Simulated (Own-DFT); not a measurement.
## Calculated data, Si24O47 (quartz with one vacancy, atoms displaced), Si23O48 (quartz with one vacancy, atoms displaced)

All values are calculated (Own-DFT development build). A calculation, not a measurement: plane-wave PBE density functional theory by an unreviewed code, no spin, of a simulated periodic cell, stress positive in tension, free energy of the whole cell less one offset for each atom, defect cell not probed for a lower state with spin; oxygen file: force components 24 meV/angstrom off all-electron in one glass; forces on such cells passed a denser k mesh, this cell's mesh not checked; offsets are fitted by least squares, one for each functional and potential file, so energies compare only between cells with the same atoms and settings and are not formation energies; the far tail of each file's local potential was reset to the Coulomb form; each entry is a single point on an unrelaxed cell, so the pressure reflects the starting lattice, mostly measured values (interpolated for alloys), from which strain is counted, and rises with the displacements; printed positions are rounded, which can move forces by about a meV/angstrom; the program, named Own-DFT, is a retired in-house code; no spin-orbit coupling; before rounding, a Quantum ESPRESSO 7.3.1 run of the same cell and cutoff gave forces within 1 meV/angstrom rms on each cell, which checks the program and not the settings.

Settings shared by all entries: functional PBE; potential files PseudoDojo norm-conserving, scalar-relativistic, standard set; wave cutoff 72 hartree; occupations Fermi-Dirac; smearing width 0.1 eV; k mesh 3 x 3 x 2 centred on Gamma.

(1) Si24O47 (quartz with one vacancy, atoms displaced)

```
CELL_PARAMETERS angstrom
9.82680 0.00000 0.00000
-4.91340 8.51030 0.00000
0.00000 0.00000 10.81040
ATOMIC_POSITIONS crystal
Si 0.23521 0.99786 0.00273
Si 0.00308 0.23924 0.33580
Si 0.26111 0.26012 0.16715
O 0.20787 0.13696 0.05873
O 0.43092 0.29238 0.23019
O 0.37399 0.07603 0.39550
O 0.07747 0.36657 0.44286
O 0.12969 0.20127 0.27500
O 0.28975 0.42187 0.11237
Si 0.23556 0.00132 0.49922
Si 0.00292 0.23603 0.83420
Si 0.26412 0.25753 0.66702
O 0.20649 0.13291 0.55703
O 0.42494 0.29652 0.73031
O 0.36944 0.06959 0.88728
O 0.06836 0.36419 0.94336
O 0.13500 0.21158 0.77429
O 0.28991 0.42875 0.60399
Si 0.23377 0.49824 0.99945
Si 0.99981 0.72831 0.32836
Si 0.26319 0.77044 0.16345
O 0.20354 0.63265 0.05565
O 0.42896 0.79439 0.22984
O 0.36643 0.57347 0.39357
O 0.07447 0.86418 0.44018
O 0.13144 0.70377 0.27468
O 0.29200 0.92957 0.11241
Si 0.23471 0.49603 0.49863
Si 0.99882 0.73150 0.83526
Si 0.26181 0.76575 0.66549
O 0.21218 0.63715 0.55773
O 0.42726 0.79522 0.71961
O 0.36903 0.57611 0.88999
O 0.07064 0.86639 0.93875
O 0.13345 0.70390 0.76913
O 0.29500 0.92945 0.61205
Si 0.73646 0.00184 0.00185
Si 0.49710 0.23347 0.33191
Si 0.76310 0.26636 0.16754
O 0.70895 0.13453 0.06140
O 0.92841 0.29521 0.22708
O 0.86754 0.07203 0.39501
O 0.57327 0.36663 0.44052
O 0.63610 0.20863 0.27276
O 0.79493 0.42810 0.11159
Si 0.73198 0.00289 0.50234
Si 0.49704 0.23356 0.83197
Si 0.76448 0.26871 0.67049
O 0.69951 0.12718 0.56266
O 0.92807 0.29222 0.72897
O 0.86706 0.07627 0.89704
O 0.57216 0.36607 0.93775
O 0.63558 0.20941 0.77239
Si 0.73369 0.49381 0.99716
Si 0.50046 0.73755 0.32866
Si 0.76765 0.77183 0.16704
O 0.70339 0.62985 0.05760
O 0.92887 0.79275 0.22268
O 0.86550 0.57145 0.39028
O 0.57157 0.86771 0.44054
O 0.63274 0.70048 0.27300
O 0.79243 0.92340 0.10955
Si 0.73594 0.50070 0.50227
Si 0.49911 0.72859 0.83338
Si 0.76112 0.76317 0.66774
O 0.70915 0.63176 0.55557
O 0.92567 0.79082 0.72191
O 0.87262 0.57151 0.89088
O 0.56963 0.86270 0.94406
O 0.63119 0.70240 0.77347
O 0.79543 0.92717 0.60149
```

```
free energy of cell above offsets : -23.633 eV
pressure                          : 6.67 GPa
stress xx                         : -6.61 GPa
stress yy                         : -7.5 GPa
stress zz                         : -5.9 GPa
stress yz                         : 1.09 GPa
stress xz                         : 0.91 GPa
stress xy                         : 0.22 GPa
```

Force:
```tsv
element	x (eV/Å)	y (eV/Å)	z (eV/Å)
Si	-0.663	1.163	-2.463
Si	-1.083	-1.753	-0.271
Si	1.167	0.933	2.284
O	0.628	-1.768	-1.466
O	-3.624	0.593	-3.363
O	-0.801	-1.845	0.661
O	-1.73	-1.263	-0.662
O	0.824	-0.128	-0.236
O	-0.895	1.827	-1.543
Si	1.354	-1.738	-0.02
Si	-1.228	-0.318	0.523
Si	-1.925	2.893	-1.296
O	-0.682	0.48	0.274
O	0.376	0.316	-0.487
O	-1.387	-1.701	2.081
O	0.385	0.589	0.349
O	1.25	-0.756	-0.119
O	2.671	-2.967	3.137
Si	0.901	-0.179	0.411
Si	-2.495	1.883	2.172
Si	2.603	-3.692	2.116
O	-0.23	1.267	0.808
O	-3.769	1.058	-3.709
O	0.657	0.509	-1.174
O	-0.074	-0.487	-0.768
O	3.028	-0.128	-1.948
O	-0.326	1.887	-0.628
Si	-0.327	3.629	0.06
Si	0.602	1.444	-2.84
Si	2.106	-0.366	-1.079
O	-0.465	-0.688	-0.703
O	1.904	-0.482	2.035
O	-1.658	-3.779	2.163
O	0.566	0.886	1.021
O	-1.963	-0.597	2.178
O	-1.182	1.738	-1.244
Si	-0.578	-1.381	-0.003
Si	3.146	0.979	2.224
Si	1.961	-0.306	0.496
O	-0.573	0.006	-0.219
O	-0.065	0.17	-0.13
O	-0.048	0.762	-0.264
O	-0.261	-0.196	-0.1
O	-1.143	-0.745	1.151
O	-0.706	1.272	-1.501
Si	1.134	-1.354	-1.865
Si	1.338	0.207	-0.187
Si	0.592	1.854	-4.173
O	-1.219	2.327	1.581
O	-0.712	0.368	-0.809
O	0.723	-0.233	-0.675
O	-0.337	-0.431	0.113
O	-1.804	-0.76	2.115
Si	0.212	2.116	1.467
Si	2.064	-1.558	3.776
Si	1.222	-5.064	0.524
O	0.393	0.515	0.175
O	0.503	0.252	0.015
O	-0.055	-0.854	0.369
O	-0.129	-0.451	-0.604
O	-0.298	0.361	0.081
O	-1.371	3.644	-1.775
Si	2.518	-3.393	0.003
Si	-1.572	4.367	-1.84
Si	0.725	0.724	-2.056
O	-1.764	2.193	1.841
O	0.79	-0.173	1.204
O	-1.088	-2.343	1.306
O	0.467	0.218	-0.204
O	0.697	-0.427	0.086
O	0.723	-1.128	1.621
```

(2) Si23O48 (quartz with one vacancy, atoms displaced)

```
CELL_PARAMETERS angstrom
9.82680 0.00000 0.00000
-4.91340 8.51030 0.00000
0.00000 0.00000 10.81040
ATOMIC_POSITIONS crystal
Si 0.23175 0.00449 0.00334
Si 0.99291 0.23204 0.33345
Si 0.26686 0.26799 0.16923
O 0.21141 0.13567 0.05673
O 0.42858 0.29587 0.23507
O 0.37395 0.07264 0.39458
O 0.07462 0.37209 0.44555
O 0.13270 0.20857 0.27235
O 0.28639 0.41646 0.11176
Si 0.23770 0.99845 0.49977
Si 0.99685 0.22542 0.83256
Si 0.27669 0.26914 0.67469
O 0.20931 0.12783 0.55700
O 0.43797 0.30641 0.72683
O 0.36534 0.06774 0.89604
O 0.07488 0.37616 0.93639
O 0.12593 0.20482 0.77969
O 0.29750 0.42823 0.60491
Si 0.23833 0.49746 0.99587
Si 0.26373 0.76023 0.16674
O 0.20084 0.62173 0.05936
O 0.42675 0.79797 0.22147
O 0.35835 0.57181 0.39742
O 0.08299 0.87051 0.43464
O 0.13670 0.71200 0.26708
O 0.30693 0.92855 0.10864
Si 0.23243 0.49573 0.50481
Si 0.00396 0.73990 0.83582
Si 0.27402 0.77087 0.66899
O 0.20693 0.63179 0.56481
O 0.42889 0.79836 0.73173
O 0.37191 0.57462 0.89678
O 0.07098 0.86026 0.93189
O 0.13022 0.70394 0.78023
O 0.28913 0.92840 0.60224
Si 0.73400 0.00012 0.99097
Si 0.50431 0.24870 0.33575
Si 0.76597 0.26749 0.17205
O 0.71482 0.14129 0.05739
O 0.92162 0.28822 0.22585
O 0.86438 0.07552 0.38985
O 0.57088 0.36262 0.44040
O 0.62506 0.20800 0.27610
O 0.79767 0.42862 0.10929
Si 0.72822 0.99665 0.50017
Si 0.50462 0.23893 0.83261
Si 0.77662 0.27110 0.66468
O 0.70587 0.12528 0.55564
O 0.92300 0.29347 0.73005
O 0.86704 0.07438 0.88925
O 0.57240 0.36777 0.93212
O 0.63991 0.21003 0.77676
O 0.79307 0.42674 0.60812
Si 0.72895 0.50337 0.99790
Si 0.50757 0.74564 0.34006
Si 0.76242 0.76954 0.16899
O 0.70653 0.63522 0.05207
O 0.93036 0.79356 0.23916
O 0.86764 0.57810 0.38801
O 0.56947 0.86315 0.44302
O 0.63071 0.70612 0.26250
O 0.79747 0.93502 0.10910
Si 0.73007 0.50043 0.50030
Si 0.50688 0.73433 0.83337
Si 0.75527 0.76323 0.66164
O 0.70727 0.62339 0.55727
O 0.93039 0.78634 0.72414
O 0.86661 0.56972 0.89257
O 0.56256 0.85996 0.93829
O 0.63059 0.70867 0.76637
O 0.79369 0.92415 0.61647
```

```
free energy of cell above offsets : -3.076 eV
pressure                          : 9.98 GPa
stress xx                         : -11.05 GPa
stress yy                         : -10.38 GPa
stress zz                         : -8.51 GPa
stress yz                         : -2.26 GPa
stress xz                         : 1.18 GPa
stress xy                         : 1.75 GPa
```

Force:
```tsv
element	x (eV/Å)	y (eV/Å)	z (eV/Å)
Si	3.64	-4.92	-1.213
Si	2.543	3.246	0.321
Si	1.486	-3.283	1.551
O	-2.243	2.728	2.071
O	-3.461	1.241	-3.599
O	0.117	1.02	-0.289
O	-1.902	-3.517	-2.156
O	-0.826	-0.531	0.946
O	-1.483	4.368	-3.038
Si	0.245	1.332	-3.445
Si	-3.332	6.204	1.432
Si	-4.357	-1.929	-3.265
O	-1.837	4.092	3.372
O	1.185	0.106	0.399
O	0.448	1.89	-1.487
O	-0.372	-2.767	-1.527
O	6.812	-0.1	-3.561
O	1.921	-1.928	2.711
Si	-0.737	-0.849	2.346
Si	0.265	0.323	-3.142
O	-0.262	1.601	0.907
O	3.867	-0.208	2.82
O	2.411	2.787	-2.214
O	-1.62	-1.902	-1.101
O	-2.385	-1.268	2.794
O	-2.2	1.29	-1.968
Si	-0.883	2.244	-0.32
Si	-1.168	-6.42	-4.089
Si	-3.973	-1.611	0.053
O	-0.014	0.76	0.749
O	1.707	0.334	0.222
O	1.571	0.158	-1.457
O	0.722	7.213	7.135
O	3.634	0.541	-2.366
O	3.512	-2.522	4.185
Si	-1.677	0.071	3.536
Si	0.656	-6.442	-0.302
Si	-2.666	-0.52	-1.58
O	0.152	-1.185	-0.644
O	1.726	0.663	0.884
O	-1.396	-3.318	2.055
O	-0.135	3.477	4.214
O	3.043	-0.055	-1.437
O	-1.811	1.011	-1.294
Si	4.661	-0.394	-0.175
Si	0.648	-3.764	-0.234
Si	-3.969	-2.503	-0.713
O	-2.375	4.155	2.924
O	3.625	0.127	1.059
O	-0.73	-3.246	0.622
O	-0.479	1.937	2.609
O	0.45	-0.202	-1.164
O	-0.392	0.707	-1.02
Si	4.623	-2.154	-0.013
Si	-2.542	-6.454	-5.997
Si	5.002	0.476	-3.046
O	-2.164	3.139	2.261
O	-1.448	-0.32	-0.891
O	-0.528	-0.57	0.391
O	-0.004	2.294	3.025
O	-4.203	-1.226	4.408
O	-0.488	0.141	-1.275
Si	5.481	-3.222	-3.313
Si	-3.599	-0.946	-0.154
Si	6.748	-3.111	0.813
O	-5.031	5.819	3.58
O	-3.78	0.313	-2.132
O	-0.477	0.177	0.162
O	1.583	2.791	2.056
O	0.917	-1.566	0.714
O	-2.447	4.18	-3.706
```
